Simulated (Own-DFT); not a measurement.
# A layer strained by its substrate: wurtzite AlGaN with randomly placed atoms, 72 atoms (Al27Ga9N36)

Source: density functional calculations with Own-DFT, an unreviewed in-house program that is no longer used. Nothing was measured or relaxed, and spin and spin-orbit coupling are left out.

Common settings: PBE; PseudoDojo norm-conserving scalar-relativistic files (stringent for Ga); cutoff 96 hartree; 4 x 4 x 3 k mesh centred on Gamma; Gaussian smearing of 0.01 eV.

Caveats: forces on such cells passed a denser k mesh, each cell not checked; stress not checked against mesh or cutoff.

Unstrained cell vectors in Å: (9.394, 0.000, 0.000); (-4.697, 8.135, 0.000); (0.000, 0.000, 10.066). The unstrained cell has measured lattice constants (interpolated for alloys), not those of this functional. That, the random moves and any unrelaxed bonds set the pressure at no strain. Each run strains x and y alike by e, as a substrate would, and holds the height along z. Random moves of width 0.05 Å per axis were added to every atom. The random placing of the alloy's atoms differs from row to row. Stress is positive in tension.

| e (%) | u (Å) | (s_xx + s_yy)/2 (GPa) | s_zz (GPa) |
|---|---|---|---|
| -2.25 | 0.056 | -22.67 | -9.42 |
| -2.00 | 0.050 | -17.31 | -12.47 |
| -1.75 | 0.047 | -15.35 | -11.10 |
| -1.50 | 0.048 | -15.29 | -8.60 |
| -0.50 | 0.051 | -10.20 | -6.71 |
| -0.25 | 0.049 | -8.22 | -6.59 |
| 0.50 | 0.052 | ? | ? |
| 0.75 | 0.051 | -2.27 | -5.99 |
| 1.75 | 0.049 | 3.09 | -4.44 |
| 2.00 | 0.046 | 4.43 | -3.90 |

## Analysis

With e as a fraction, the in-plane stress is -6.4 + 575 e - 1899 e² GPa (errors 31 and 2722, scatter 1.37), and s_zz is -7.0 + 167 e GPa (slope ± 27, scatter 1.24). At e = 0 the first slope is C11 + C12 and the second 2 C13, both with the ions held to the strained lattice and at the cell's own pressure. A free layer would change its height as e changes, and the in-plane slope would drop by 2 C13²/C33 to the biaxial modulus. At fixed height, a misfit of 1 % moves the in-plane stress by about 5.7 GPa and s_zz by 1.7 GPa.

## Withheld run

Asked: what are the two stresses at e = 0.50 %?

The fitted form gives -3.6 and -6.2 GPa. DFT gave -3.44 and -5.64 GPa.
